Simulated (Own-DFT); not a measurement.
SiC (2H silicon carbide, atoms displaced), GaAs (zincblende with one plane slipped along a stacking-fault path, atoms displaced), GaP (zincblende, strained, atoms displaced) (calculated)

A calculation, not a measurement: plane-wave PBE density functional theory by an unreviewed code, no spin, of a simulated periodic cell, stress positive in tension, free energy of the whole cell less one offset for each atom, forces on such cells passed a denser k mesh, this cell's mesh not checked; offsets are fitted by least squares, one for each functional and potential file, so energies compare only between cells with the same atoms and settings and are not formation energies; the far tail of each file's local potential was reset to the Coulomb form; each entry is a single point on an unrelaxed cell, so the pressure reflects the starting lattice, mostly measured values (interpolated for alloys), from which strain is counted, and rises with the displacements; printed positions are rounded, which can move forces by about a meV/angstrom; the program, named Own-DFT, is a retired in-house code; no spin-orbit coupling. Program: Own-DFT development build.

Settings shared by all entries: functional PBE; potential files PseudoDojo norm-conserving, scalar-relativistic, standard set; wave cutoff 42 hartree; occupations Fermi-Dirac; smearing width 0.1 eV.

```json
{"entry": 1, "formula": "SiC", "kind": "2H silicon carbide, atoms displaced", "structure": {"cell_angstrom": [[9.2481, 0.0, 0.0], [-4.6241, 8.0091, 0.0], [0.0, 0.0, 10.0681]], "atoms_fractional": [["Si", 0.99841, 0.00833, 0.00241], ["Si", 0.11641, 0.22745, 0.24962], ["C", 0.99367, 0.00044, 0.18174], ["C", 0.10904, 0.21398, 0.44099], ["Si", 0.99321, 0.00287, 0.51445], ["Si", 0.10364, 0.22242, 0.73569], ["C", 0.99814, 0.99708, 0.67696], ["C", 0.11225, 0.21773, 0.9311], ["Si", 0.98642, 0.3322, 0.00207], ["Si", 0.10286, 0.54433, 0.24947], ["C", 0.99643, 0.33172, 0.18847], ["C", 0.12147, 0.5682, 0.43721], ["Si", 0.99112, 0.33864, 0.50406], ["Si", 0.10545, 0.54866, 0.743], ["C", 0.00958, 0.33684, 0.68817], ["C", 0.11801, 0.56126, 0.93224], ["Si", 0.99692, 0.66124, 0.00636], ["Si", 0.1198, 0.89265, 0.24974], ["C", 0.00138, 0.67649, 0.18648], ["C", 0.11825, 0.90543, 0.43375], ["Si", 0.99907, 0.67657, 0.50586], ["Si", 0.11086, 0.882, 0.75332], ["C", 0.00582, 0.65637, 0.69339], ["C", 0.11242, 0.88597, 0.93183], ["Si", 0.34202, 0.00863, 0.99609], ["Si", 0.4586, 0.22077, 0.23705], ["C", 0.33216, 0.99707, 0.18984], ["C", 0.45625, 0.22504, 0.43424], ["Si", 0.32969, 0.00397, 0.50934], ["Si", 0.43803, 0.21855, 0.75698], ["C", 0.3349, 0.98332, 0.69713], ["C", 0.44743, 0.21958, 0.94258], ["Si", 0.34039, 0.33596, 0.99886], ["Si", 0.44798, 0.55434, 0.25174], ["C", 0.34273, 0.34671, 0.19899], ["C", 0.44042, 0.55866, 0.43563], ["Si", 0.34693, 0.33156, 0.50818], ["Si", 0.42204, 0.53017, 0.74873], ["C", 0.32767, 0.33424, 0.6924], ["C", 0.43495, 0.56609, 0.92915], ["Si", 0.33908, 0.67037, 0.00912], ["Si", 0.43844, 0.88933, 0.25679], ["C", 0.34025, 0.67451, 0.19258], ["C", 0.44935, 0.8859, 0.43832], ["Si", 0.33988, 0.67984, 0.4965], ["Si", 0.44239, 0.88854, 0.74561], ["C", 0.33427, 0.66548, 0.68741], ["C", 0.44199, 0.88062, 0.93356], ["Si", 0.66864, 0.0001, 0.99809], ["Si", 0.77653, 0.22623, 0.24653], ["C", 0.66322, 0.00498, 0.18876], ["C", 0.7692, 0.21575, 0.43229], ["Si", 0.67631, 0.999, 0.5023], ["Si", 0.76378, 0.22115, 0.75845], ["C", 0.67933, 0.019, 0.68963], ["C", 0.76824, 0.21433, 0.92989], ["Si", 0.67782, 0.33287, 0.994], ["Si", 0.7744, 0.5618, 0.25367], ["C", 0.65916, 0.32918, 0.19204], ["C", 0.7922, 0.55993, 0.43417], ["Si", 0.67777, 0.32943, 0.50594], ["Si", 0.77066, 0.54332, 0.75175], ["C", 0.65019, 0.31824, 0.68151], ["C", 0.77957, 0.56059, 0.94156], ["Si", 0.66403, 0.66697, 0.99414], ["Si", 0.77449, 0.88722, 0.2463], ["C", 0.66765, 0.67149, 0.18838], ["C", 0.78332, 0.89171, 0.44094], ["Si", 0.66537, 0.66895, 0.50649], ["Si", 0.78097, 0.88936, 0.74446], ["C", 0.66458, 0.66149, 0.69049], ["C", 0.78212, 0.88461, 0.94108]]}, "settings": {"hardware": "one NVIDIA H100", "k_mesh": "4 x 4 x 3 centred on Gamma"}, "results": {"free_energy_of_cell_above_offsets [eV]": "-2.802", "pressure [GPa]": 6.11, "stress_xx [GPa]": -3.64, "stress_yy [GPa]": -5.89, "stress_zz [GPa]": -8.8, "stress_yz [GPa]": -0.42, "stress_xz [GPa]": -0.26, "stress_xy [GPa]": 0.44, "force_element": ["Si", "Si", "C", "C", "Si", "Si", "C", "C", "Si", "Si", "C", "C", "Si", "Si", "C", "C", "Si", "Si", "C", "C", "Si", "Si", "C", "C", "Si", "Si", "C", "C", "Si", "Si", "C", "C", "Si", "Si", "C", "C", "Si", "Si", "C", "C", "Si", "Si", "C", "C", "Si", "Si", "C", "C", "Si", "Si", "C", "C", "Si", "Si", "C", "C", "Si", "Si", "C", "C", "Si", "Si", "C", "C", "Si", "Si", "C", "C", "Si", "Si", "C", "C"], "force_x [eV/angstrom]": [1.925, -0.043, 1.399, -0.508, 1.679, 1.614, 0.979, -0.971, 3.068, 0.23, -0.084, -1.774, 2.349, 3.029, -3.877, -1.241, 1.043, -2.414, 0.418, -0.471, 2.277, -0.235, -4.107, -0.609, -0.458, -5.288, 0.457, -0.119, 1.746, -0.132, -4.53, 0.252, -1.918, -0.754, 0.494, 1.635, -2.063, 0.399, 1.614, 3.358, -2.0, 1.39, -0.543, -0.749, 0.314, 4.019, -0.06, 0.253, -0.648, 0.118, 0.406, 1.879, -1.873, 2.208, -0.03, 1.083, -2.667, 1.256, 4.159, -2.248, -2.282, 0.349, 0.58, 0.149, -0.673, -0.058, -0.259, -0.368, 0.321, -0.881, -0.332, -1.18], "force_y [eV/angstrom]": [-1.603, -1.388, 0.749, 2.135, 0.084, -1.653, -0.314, 1.321, 0.901, 3.305, -0.389, -1.417, -0.043, 1.175, -0.638, -1.488, 1.842, 0.403, -2.062, -1.458, 0.284, -0.26, 1.339, 0.871, -3.944, -1.365, 1.138, -0.184, -0.049, -1.115, 3.646, 2.287, 0.697, 2.523, -3.421, -0.413, 0.478, 7.388, -4.761, -2.385, -0.025, 0.318, -1.811, 2.783, -2.969, -2.298, -0.271, 2.158, -1.967, -0.995, -0.492, 0.636, 0.445, 1.124, -3.596, 0.802, 0.88, -0.27, 3.316, -0.822, 0.76, 1.441, 1.67, -1.94, -0.299, 1.458, -0.957, -1.04, -0.805, -0.289, -0.466, 1.303], "force_z [eV/angstrom]": [-1.451, 1.015, 1.768, 0.368, -7.929, 2.782, 6.603, 0.277, -1.621, 0.567, -0.524, 0.191, -1.775, 2.004, -0.553, 1.659, -1.974, -0.094, 1.054, 2.036, -1.333, -0.507, -1.449, 2.363, 0.705, 3.618, -1.473, 1.062, -1.679, -0.859, -1.939, -0.806, 0.729, 0.741, -2.991, 1.486, -2.855, 0.775, -1.375, 1.545, -1.127, -0.844, -0.154, 0.823, 1.272, 1.776, -0.879, 0.73, 0.337, 0.928, -0.413, 0.937, -0.48, -3.411, -0.61, 3.003, 1.929, -1.011, -2.857, 1.93, -3.062, -0.363, 2.901, -0.845, 0.845, 0.909, -0.763, -0.496, -1.621, 1.618, 0.359, -1.518], "wall_time [s]": 345.6}}
{"entry": 2, "formula": "GaAs", "kind": "zincblende with one plane slipped along a stacking-fault path, atoms displaced", "structure": {"cell_angstrom": [[5.6533, -5.6533, 0.0], [0.0, 5.6533, -5.6533], [12.2488, 12.2488, 9.4222]], "atoms_fractional": [["Ga", 0.00837, 0.01658, 0.0024], ["As", 0.97109, 0.94744, 0.12243], ["Ga", 0.14553, 0.27474, 0.16652], ["As", 0.12632, 0.24056, 0.29132], ["Ga", 0.27988, 0.0519, 0.33763], ["As", 0.25608, 0.02379, 0.45689], ["Ga", 0.06723, 0.1583, 0.50536], ["As", 0.05799, 0.11668, 0.62714], ["Ga", 0.21286, 0.42983, 0.6663], ["As", 0.19111, 0.3918, 0.79697], ["Ga", 0.35676, 0.21862, 0.8295], ["As", 0.32569, 0.1785, 0.96062], ["Ga", 0.01066, 0.50471, 0.99878], ["As", 0.97627, 0.45392, 0.11944], ["Ga", 0.13312, 0.77218, 0.16555], ["As", 0.12844, 0.74148, 0.29031], ["Ga", 0.28059, 0.55638, 0.33134], ["As", 0.26001, 0.52486, 0.4556], ["Ga", 0.07035, 0.66836, 0.49886], ["As", 0.0698, 0.63009, 0.62604], ["Ga", 0.23246, 0.94823, 0.66054], ["As", 0.20627, 0.90814, 0.79017], ["Ga", 0.35417, 0.70302, 0.83177], ["As", 0.33364, 0.668, 0.95728], ["Ga", 0.50932, 0.01331, 0.99736], ["As", 0.46515, 0.94606, 0.12134], ["Ga", 0.62029, 0.26647, 0.16634], ["As", 0.6119, 0.23513, 0.28722], ["Ga", 0.78382, 0.06618, 0.33601], ["As", 0.74722, 0.00129, 0.45569], ["Ga", 0.58744, 0.16321, 0.50129], ["As", 0.5583, 0.12197, 0.62412], ["Ga", 0.73339, 0.44551, 0.66618], ["As", 0.70483, 0.39757, 0.79013], ["Ga", 0.86242, 0.23325, 0.83322], ["As", 0.83765, 0.16522, 0.95945], ["Ga", 0.49703, 0.48686, 0.99963], ["As", 0.49029, 0.45887, 0.12369], ["Ga", 0.64078, 0.76784, 0.17016], ["As", 0.60777, 0.73927, 0.29725], ["Ga", 0.77056, 0.55368, 0.33095], ["As", 0.75534, 0.5181, 0.46423], ["Ga", 0.5888, 0.66628, 0.50002], ["As", 0.5555, 0.61848, 0.62479], ["Ga", 0.7258, 0.94762, 0.66379], ["As", 0.69821, 0.90613, 0.7956], ["Ga", 0.85148, 0.70775, 0.83366], ["As", 0.84359, 0.68257, 0.95373]]}, "settings": {"k_mesh": "4 x 4 x 2 centred on Gamma"}, "results": {"free_energy_of_cell_above_offsets [eV]": "-17.449", "pressure [GPa]": 4.01, "stress_xx [GPa]": -4.08, "stress_yy [GPa]": -4.11, "stress_zz [GPa]": -3.83, "stress_yz [GPa]": -0.59, "stress_xz [GPa]": 0.09, "stress_xy [GPa]": 0.14, "force_element": ["Ga", "As", "Ga", "As", "Ga", "As", "Ga", "As", "Ga", "As", "Ga", "As", "Ga", "As", "Ga", "As", "Ga", "As", "Ga", "As", "Ga", "As", "Ga", "As", "Ga", "As", "Ga", "As", "Ga", "As", "Ga", "As", "Ga", "As", "Ga", "As", "Ga", "As", "Ga", "As", "Ga", "As", "Ga", "As", "Ga", "As", "Ga", "As"], "force_x [eV/angstrom]": [-1.05, 0.912, -0.553, -0.286, -0.699, 0.745, -0.255, 0.081, 0.72, -0.678, 0.866, 0.363, -1.267, 0.608, -0.281, -0.699, -0.443, -0.024, 1.318, -0.434, 0.3, -0.786, 0.56, 0.979, -0.943, 0.94, 0.269, 0.904, -0.678, 0.994, -0.529, 0.948, -0.571, -0.706, 0.104, -0.122, 0.441, -0.661, -0.374, 0.554, 0.667, -1.317, -0.747, 0.517, -0.076, -0.444, 0.059, 0.778], "force_y [eV/angstrom]": [-0.625, 0.684, -0.001, -0.111, -0.387, 0.634, -0.523, -0.269, 0.65, -1.306, 0.301, -1.908, 0.121, 0.768, -0.24, 0.511, 0.607, 0.359, -0.593, -0.613, 1.17, -0.619, 0.945, -0.198, 0.127, -0.208, -1.51, 0.37, -0.619, 0.802, 0.049, -0.451, 0.315, 0.747, -0.053, 0.638, 0.218, 0.689, 0.755, -1.225, 0.068, -1.495, 0.904, 0.003, 0.819, -0.941, -0.111, 0.754], "force_z [eV/angstrom]": [1.37, 0.057, -0.273, 0.444, -0.726, 0.888, -1.336, -0.069, -0.234, -0.8, 0.37, -0.642, 0.252, 1.081, 0.199, 0.357, 0.496, 1.006, -0.426, 0.198, 0.951, 0.78, -0.974, -0.941, 0.96, 0.092, -0.131, 0.526, -0.774, -0.169, -0.29, -0.585, -0.153, -0.224, 1.471, -1.65, -1.012, -0.008, -0.367, -0.925, -0.031, 0.16, 0.438, 0.111, 1.281, -0.159, -1.28, 0.689]}}
{"entry": 3, "formula": "SiC", "kind": "2H silicon carbide, atoms displaced", "structure": {"cell_angstrom": [[9.2481, 0.0, 0.0], [-4.6241, 8.0091, 0.0], [0.0, 0.0, 10.0681]], "atoms_fractional": [["Si", 0.99925, 0.00484, 0.9973], ["Si", 0.11203, 0.22552, 0.23939], ["C", 0.99457, 0.00896, 0.18586], ["C", 0.10421, 0.22569, 0.43651], ["Si", 0.00261, 0.99844, 0.49649], ["Si", 0.10533, 0.21834, 0.75305], ["C", 0.98506, 0.99377, 0.68332], ["C", 0.11464, 0.23347, 0.9369], ["Si", 0.00164, 0.32756, 0.99548], ["Si", 0.11389, 0.56283, 0.25601], ["C", 0.99682, 0.3319, 0.19372], ["C", 0.10679, 0.5343, 0.43596], ["Si", 0.99397, 0.3315, 0.49686], ["Si", 0.11802, 0.56141, 0.74819], ["C", 0.00491, 0.3486, 0.69118], ["C", 0.12944, 0.56677, 0.93684], ["Si", 0.99655, 0.65318, 0.99656], ["Si", 0.12527, 0.88106, 0.25095], ["C", 0.00043, 0.66376, 0.18318], ["C", 0.1081, 0.88567, 0.44163], ["Si", 0.99848, 0.67757, 0.50401], ["Si", 0.10169, 0.87302, 0.75081], ["C", 0.00507, 0.68046, 0.69777], ["C", 0.12957, 0.90537, 0.9499], ["Si", 0.32516, 0.00067, 0.00268], ["Si", 0.43501, 0.22653, 0.25963], ["C", 0.32529, 0.00101, 0.1786], ["C", 0.44687, 0.22172, 0.43442], ["Si", 0.3283, 0.00082, 0.48928], ["Si", 0.45195, 0.2287, 0.75295], ["C", 0.33336, 0.99732, 0.69081], ["C", 0.45487, 0.22366, 0.93955], ["Si", 0.3296, 0.33921, 0.00658], ["Si", 0.43548, 0.55989, 0.2562], ["C", 0.33893, 0.33943, 0.18651], ["C", 0.4507, 0.56458, 0.43388], ["Si", 0.3341, 0.33257, 0.50504], ["Si", 0.45424, 0.56125, 0.7387], ["C", 0.32155, 0.33165, 0.68235], ["C", 0.43651, 0.55268, 0.93051], ["Si", 0.33341, 0.66251, 0.00149], ["Si", 0.4396, 0.89217, 0.2447], ["C", 0.33083, 0.66195, 0.19442], ["C", 0.45654, 0.88874, 0.42881], ["Si", 0.33175, 0.66432, 0.49417], ["Si", 0.46567, 0.90758, 0.7523], ["C", 0.33543, 0.65605, 0.68159], ["C", 0.4402, 0.87748, 0.94039], ["Si", 0.66369, 0.99698, 0.98595], ["Si", 0.77905, 0.21805, 0.24971], ["C", 0.65989, 0.00613, 0.17347], ["C", 0.78154, 0.21849, 0.44084], ["Si", 0.66553, 0.00017, 0.49463], ["Si", 0.78603, 0.22837, 0.7489], ["C", 0.67246, 0.00574, 0.68347], ["C", 0.77635, 0.22004, 0.92997], ["Si", 0.66775, 0.33227, 0.00448], ["Si", 0.75511, 0.54397, 0.24655], ["C", 0.66806, 0.3396, 0.19176], ["C", 0.79549, 0.56381, 0.43276], ["Si", 0.67549, 0.33358, 0.5061], ["Si", 0.78353, 0.55541, 0.75927], ["C", 0.65037, 0.32377, 0.68247], ["C", 0.76992, 0.55978, 0.93811], ["Si", 0.67678, 0.6695, 0.99232], ["Si", 0.77982, 0.88094, 0.24437], ["C", 0.66586, 0.66828, 0.1913], ["C", 0.766, 0.88142, 0.423], ["Si", 0.65989, 0.66782, 0.49634], ["Si", 0.78885, 0.89039, 0.74717], ["C", 0.66328, 0.66376, 0.68383], ["C", 0.7776, 0.87985, 0.93808]]}, "settings": {"hardware": "one NVIDIA H100", "k_mesh": "4 x 4 x 3 centred on Gamma"}, "results": {"free_energy_of_cell_above_offsets [eV]": "-1.618", "pressure [GPa]": 7.01, "stress_xx [GPa]": -6.2, "stress_yy [GPa]": -6.81, "stress_zz [GPa]": -8.02, "stress_yz [GPa]": -0.28, "stress_xz [GPa]": 0.45, "stress_xy [GPa]": -2.3, "force_element": ["Si", "Si", "C", "C", "Si", "Si", "C", "C", "Si", "Si", "C", "C", "Si", "Si", "C", "C", "Si", "Si", "C", "C", "Si", "Si", "C", "C", "Si", "Si", "C", "C", "Si", "Si", "C", "C", "Si", "Si", "C", "C", "Si", "Si", "C", "C", "Si", "Si", "C", "C", "Si", "Si", "C", "C", "Si", "Si", "C", "C", "Si", "Si", "C", "C", "Si", "Si", "C", "C", "Si", "Si", "C", "C", "Si", "Si", "C", "C", "Si", "Si", "C", "C"], "force_x [eV/angstrom]": [1.044, -0.457, 2.108, 2.411, -2.546, 0.001, 4.22, 1.17, -2.181, -0.711, 0.354, -1.115, 1.317, 1.041, -0.064, -3.268, 0.413, -4.59, -0.781, 0.893, 2.153, 0.963, 0.158, -5.843, 5.291, 1.984, 1.775, -0.368, 2.49, -3.284, -0.439, -2.027, 2.274, 2.646, -1.389, -0.582, -1.124, -2.33, 2.069, 2.033, 1.368, 1.635, -1.332, -3.591, 0.002, -2.488, -1.11, -0.455, 0.007, -0.973, 1.085, -1.708, 1.365, -1.155, 1.543, 0.364, -0.085, 3.233, -0.192, -3.223, -0.792, -1.81, 3.705, 4.219, -4.466, -1.871, -1.001, 1.44, 2.423, -4.204, 2.417, -0.057], "force_y [eV/angstrom]": [-0.302, -0.13, -1.345, -1.048, 0.812, 1.076, 1.798, -2.468, 2.067, -2.199, 1.193, 5.14, -1.155, 1.053, -2.232, -2.745, 2.69, -0.12, -0.367, 1.051, -2.388, 8.205, -6.697, -4.352, 2.017, -0.528, 1.217, 0.686, -0.289, -2.305, 0.474, 0.104, 0.01, -0.384, 0.103, -2.495, 0.178, -2.097, -0.116, 0.494, 0.865, 0.194, 1.536, -0.263, 0.082, -3.363, 2.796, 2.039, -0.197, 0.274, -1.026, 0.06, -0.316, -0.244, 0.231, 0.855, -0.066, 3.329, -3.185, -1.825, 0.53, -0.533, 2.639, -2.202, -0.762, 2.238, -1.298, 1.196, 0.278, -2.093, 1.071, 2.55], "force_z [eV/angstrom]": [1.027, 2.349, -0.36, -0.278, -0.833, -1.466, -0.149, -0.145, 1.507, -1.368, -2.115, 0.538, 1.814, 0.486, -1.008, -0.705, 1.066, -0.81, 0.79, -1.629, 0.29, 2.722, -2.651, -3.765, -1.11, -3.225, 3.3, 1.949, 2.707, 0.109, -0.998, 0.29, -2.265, -1.375, 1.064, 1.233, -2.116, 1.925, 2.061, 0.655, 0.569, -0.825, -1.596, 0.482, 0.902, -0.359, -0.255, -0.74, 1.981, -0.087, 1.203, -0.814, 0.35, -1.193, 0.317, 1.102, -0.09, 1.319, -0.632, 0.974, -2.594, -2.806, 1.568, -0.049, 2.686, -0.661, -2.096, 2.908, -0.211, 0.727, 0.034, -1.624], "wall_time [s]": 346.5}}
{"entry": 4, "formula": "GaP", "kind": "zincblende, strained, atoms displaced", "structure": {"cell_angstrom": [[10.862, 0.0, 0.0], [0.0, 10.862, 0.0], [0.0, 0.0, 10.9361]], "atoms_fractional": [["Ga", 0.00024, 0.99704, 0.99997], ["Ga", 0.00335, 0.24993, 0.25089], ["Ga", 0.24172, 0.00079, 0.24383], ["Ga", 0.25323, 0.24728, 0.00155], ["P", 0.13196, 0.1264, 0.12087], ["P", 0.12448, 0.37389, 0.3706], ["P", 0.37711, 0.1231, 0.3746], ["P", 0.37729, 0.37333, 0.12044], ["Ga", 0.99985, 0.01356, 0.50029], ["Ga", 0.0003, 0.24291, 0.75788], ["Ga", 0.25555, 0.0045, 0.75256], ["Ga", 0.2447, 0.25331, 0.49902], ["P", 0.1169, 0.12671, 0.62301], ["P", 0.12446, 0.37952, 0.87545], ["P", 0.37396, 0.1299, 0.87891], ["P", 0.36903, 0.37955, 0.62415], ["Ga", 0.00105, 0.50482, 0.9978], ["Ga", 0.999, 0.74212, 0.24939], ["Ga", 0.25204, 0.50259, 0.25325], ["Ga", 0.25645, 0.75025, 0.00218], ["P", 0.12631, 0.62831, 0.12752], ["P", 0.13196, 0.88845, 0.37508], ["P", 0.37706, 0.62665, 0.37533], ["P", 0.3681, 0.88237, 0.1306], ["Ga", 0.004, 0.49998, 0.4956], ["Ga", 0.002, 0.74984, 0.75104], ["Ga", 0.24978, 0.51433, 0.74308], ["Ga", 0.25025, 0.75295, 0.50823], ["P", 0.12813, 0.63382, 0.62579], ["P", 0.119, 0.87293, 0.8707], ["P", 0.3765, 0.62439, 0.8743], ["P", 0.38962, 0.87256, 0.62982], ["Ga", 0.5018, 0.99294, 0.99759], ["Ga", 0.50099, 0.2554, 0.25364], ["Ga", 0.75738, 0.00262, 0.25082], ["Ga", 0.75972, 0.25208, 0.00309], ["P", 0.63188, 0.1193, 0.12638], ["P", 0.62697, 0.37634, 0.36902], ["P", 0.86912, 0.12541, 0.37539], ["P", 0.87607, 0.37713, 0.12173], ["Ga", 0.49995, 0.99623, 0.49676], ["Ga", 0.50114, 0.25087, 0.74762], ["Ga", 0.74404, 0.99845, 0.75536], ["Ga", 0.75837, 0.25825, 0.50508], ["P", 0.62606, 0.12406, 0.62543], ["P", 0.62613, 0.37782, 0.88069], ["P", 0.8728, 0.12036, 0.8777], ["P", 0.87851, 0.37244, 0.62909], ["Ga", 0.50483, 0.49926, 0.00122], ["Ga", 0.51214, 0.74091, 0.25491], ["Ga", 0.74759, 0.50459, 0.2463], ["Ga", 0.75088, 0.75168, 0.00046], ["P", 0.62196, 0.62387, 0.12402], ["P", 0.61581, 0.87587, 0.37512], ["P", 0.86561, 0.6212, 0.3747], ["P", 0.8724, 0.87752, 0.12666], ["Ga", 0.49273, 0.49767, 0.4905], ["Ga", 0.49954, 0.75248, 0.75621], ["Ga", 0.75165, 0.49676, 0.74778], ["Ga", 0.75386, 0.75254, 0.49961], ["P", 0.62671, 0.62871, 0.62778], ["P", 0.62384, 0.87095, 0.88654], ["P", 0.87295, 0.62848, 0.87005], ["P", 0.88056, 0.86868, 0.62171]]}, "settings": {"hardware": "one NVIDIA H100", "k_mesh": "3 x 3 x 3 centred on Gamma"}, "results": {"free_energy_of_cell_above_offsets [eV]": "-33.481", "pressure [GPa]": 3.55, "stress_xx [GPa]": -3.63, "stress_yy [GPa]": -3.7, "stress_zz [GPa]": -3.32, "stress_yz [GPa]": -0.64, "stress_xz [GPa]": -0.11, "stress_xy [GPa]": 0.01, "force_element": ["Ga", "Ga", "Ga", "Ga", "P", "P", "P", "P", "Ga", "Ga", "Ga", "Ga", "P", "P", "P", "P", "Ga", "Ga", "Ga", "Ga", "P", "P", "P", "P", "Ga", "Ga", "Ga", "Ga", "P", "P", "P", "P", "Ga", "Ga", "Ga", "Ga", "P", "P", "P", "P", "Ga", "Ga", "Ga", "Ga", "P", "P", "P", "P", "Ga", "Ga", "Ga", "Ga", "P", "P", "P", "P", "Ga", "Ga", "Ga", "Ga", "P", "P", "P", "P"], "force_x [eV/angstrom]": [0.121, -0.589, 1.037, -0.349, -1.459, 0.239, -0.684, -0.143, -0.51, -0.002, -0.496, 0.471, 1.511, 0.515, 0.844, 0.4, -0.122, -0.118, 0.118, -0.54, 0.28, -1.286, -0.737, 1.441, -0.372, -0.511, 0.099, 0.751, -1.063, 1.306, 0.087, -1.585, -0.682, 0.058, -1.188, -1.079, -0.698, 0.29, 0.798, 0.544, -0.153, -0.19, 0.421, -1.121, 0.051, 0.453, 0.126, 0.826, -0.774, -1.5, 0.1, 0.306, 0.767, 2.025, 1.103, 0.725, 1.001, 0.886, -0.465, -0.916, -0.38, 0.176, 0.132, -0.297], "force_y [eV/angstrom]": [0.137, -0.322, 0.731, 1.027, 0.079, 0.414, 0.392, 0.439, -1.519, 0.562, -0.456, -0.538, 0.399, -0.206, -0.552, -0.29, 0.085, 1.126, -0.239, 0.396, -0.507, -1.549, 0.436, -1.258, 0.148, -0.012, -1.231, 0.901, -0.656, 0.388, 0.03, 0.73, 1.081, -1.038, -0.626, -0.516, 0.853, 0.157, 0.797, 0.432, 0.814, 0.348, -0.539, -0.58, 0.166, -0.69, 0.098, 0.549, 0.016, 0.939, -0.782, -0.457, 0.255, -0.125, 0.298, -0.701, -0.015, -0.689, 0.344, 0.031, -0.532, 0.046, -0.323, 1.304], "force_z [eV/angstrom]": [0.105, -0.597, 0.622, -0.394, 0.09, 0.242, -0.04, 0.738, -0.452, -0.056, -0.483, 0.098, 0.861, -0.294, -0.517, -0.013, 0.112, 0.641, -0.637, -0.172, -0.438, 0.749, -0.007, -0.488, 0.475, -0.267, 0.786, -0.955, -0.599, 0.643, 0.471, -0.236, 1.079, -0.689, 0.161, -0.184, -0.289, 0.942, 0.16, 0.745, 0.523, 0.248, -0.455, -0.551, -0.37, -0.719, -0.016, 0.137, -0.247, -0.405, -0.267, 0.407, -0.441, -0.243, 0.108, 0.097, 1.038, 0.15, 0.117, 0.039, -0.46, -1.394, 0.482, 0.307], "wall_time [s]": 520.7}}
```
